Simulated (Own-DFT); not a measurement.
# Strain and stress in grey tin, 32 atoms (Sn32)

Calculated results; nothing here was measured. The program, named Own-DFT, is a retired in-house plane-wave density functional code that no person has reviewed. Each row is one single-point run on a periodic cell that was not relaxed, without spin or spin-orbit coupling.

Settings of every run: PBE; PseudoDojo norm-conserving scalar-relativistic files; cutoff 42 hartree; 3 x 3 x 5 k mesh centred on Gamma; cold (Marzari-Vanderbilt) smearing of 0.2 eV.

Known limits: forces on such cells failed a check on a denser k mesh; stress not checked against mesh or cutoff.

Unstrained cell vectors in Å: (12.978, 0.000, 0.000); (0.000, 12.978, 0.000); (0.000, 0.000, 6.489). The unstrained cell has measured lattice constants (interpolated for alloys), not those of this functional. That, the random moves and any unrelaxed bonds set the pressure at no strain. Each run strains this cell uniformly, with the atoms carried along. Every atom was also moved at random, by a Gaussian of width 0.05 Å on each axis. Strain is the symmetric tensor, in per cent. Stress is positive in tension, and the pressure is minus a third of its trace.

| run | e_xx (%) | e_yy (%) | e_zz (%) | s_xx (GPa) | s_yy (GPa) | s_zz (GPa) | P (GPa) | E (meV/atom) |
|---|---|---|---|---|---|---|---|---|
| 1 | 2.25 | 2.25 | 0.00 | -1.24 | -1.21 | -1.80 | 1.42 | 0.0 |
| 2 | 1.75 | 1.75 | 0.00 | -1.92 | -1.84 | -2.44 | 2.07 | 25.2 |
| 3 | 0.25 | 0.25 | 0.00 | -3.28 | -3.26 | -3.37 | 3.30 | 21.5 |
| 4 | -1.00 | -1.00 | 0.00 | -4.83 | -4.79 | -4.46 | 4.69 | 48.7 |
| 5 | 2.50 | 2.50 | 0.00 | -1.09 | -1.12 | -1.76 | 1.32 | 8.3 |
| 6 | 3.00 | 3.00 | 0.00 | -0.68 | -0.54 | -1.42 | 0.88 | 2.9 |
| 7 | -2.50 | -2.50 | 0.00 | -6.78 | -6.88 | -6.06 | 6.57 | 86.1 |
| 8 | -1.50 | -1.50 | 0.00 | -5.58 | -5.59 | -5.04 | 5.40 | 69.6 |
| 9 | -2.00 | -2.00 | 0.00 | ? | ? | ? | ? | ? |

E is the free energy for each atom above the lowest run shown.

## Worked fit

The change of volume is close to e_xx + e_yy + e_zz. A straight line through the runs shown gives P = 3.84 - 51 x (fractional change of volume) GPa, with an error of 2 on the slope and a scatter of 0.18 GPa. The strain isn't the same on all axes, but the crystal is cubic, so the slope still estimates the bulk modulus, averaged over pressures from 0.9 to 6.6 GPa.

## Withheld run

Question: what pressure should run 9 give? Its volume changes by -3.96 %.

The line gives 5.9 GPa. The calculation gave 5.85 GPa.
